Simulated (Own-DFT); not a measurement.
# One host, several defects: C11b WSi2

The numbers are computed, not measured, by runs of the plane-wave DFT program Own-DFT (in-house, retired, unreviewed) at fixed positions, with no spin and no spin-orbit coupling.

All runs used: PBE; PseudoDojo norm-conserving scalar-relativistic files; cutoff 50 hartree; 5 x 5 x 5 k mesh centred on Gamma; cold (Marzari-Vanderbilt) smearing of 0.2 eV.

Keep in mind: forces on such cells failed a check on a denser k mesh; stress not checked against mesh or cutoff.

All runs share one cell, with vectors in Å (-2.148, -5.953, 3.409); (-6.444, 2.976, 1.136); (-2.553, -2.948, -6.757) and a volume of 403.2 Å³. The atoms are randomly displaced, by u rms on each axis. The defect's site can differ from row to row.

```
              cell  formula   u (Å)  P (GPa)
         no defect  Si20W10  0.0203     4.32
         no defect  Si20W10  0.0469     5.64
         no defect  Si20W10  0.0498     6.40
one W on a Si site  Si19W11  0.0288     9.47
one W on a Si site  Si19W11  0.0306     9.73
one W on a Si site  Si19W11  0.0439        ?
one W on a Si site  Si19W11  0.0510    10.51
     one W vacancy   Si20W9  0.0284     3.89
     one W vacancy   Si20W9  0.0491     4.23
     one W vacancy   Si20W9  0.0499     4.79
one Si on a W site   Si21W9  0.0271     6.26
one Si on a W site   Si21W9  0.0319     6.25
one Si on a W site   Si21W9  0.0499     7.14
    one Si vacancy  Si19W10  0.0322     3.55
    one Si vacancy  Si19W10  0.0462     4.23
    one Si vacancy  Si19W10  0.0591     5.08
```

## Analysis

P = P0 + c u² + a shift for each defect gives P0 = 4.40 GPa, c = 621 ± 80 GPa/Å² and a scatter of 0.27 GPa. The shifts, and each times the cell's volume:

- one W on a Si site: 4.60 ± 0.22 GPa, 11.6 eV
- one Si on a W site: 1.27 ± 0.22 GPa, 3.2 eV
- one W vacancy: -1.28 ± 0.22 GPa, -3.2 eV
- one Si vacancy: -1.50 ± 0.22 GPa, -3.8 eV

A positive shift means that the defect pushes the cell outwards. Shift times volume (160.2 GPa Å³ is 1 eV) depends little on the cell's size, so, taken for each site, it can be compared between cells at like pressure. The atoms around the defects weren't relaxed, which would change these numbers.

## The run left out

Question: what pressure belongs in the blank (one W on a Si site, u = 0.0439 Å)?

Estimate: 10.19 ± 0.31 GPa. The run itself gave 10.58 GPa.
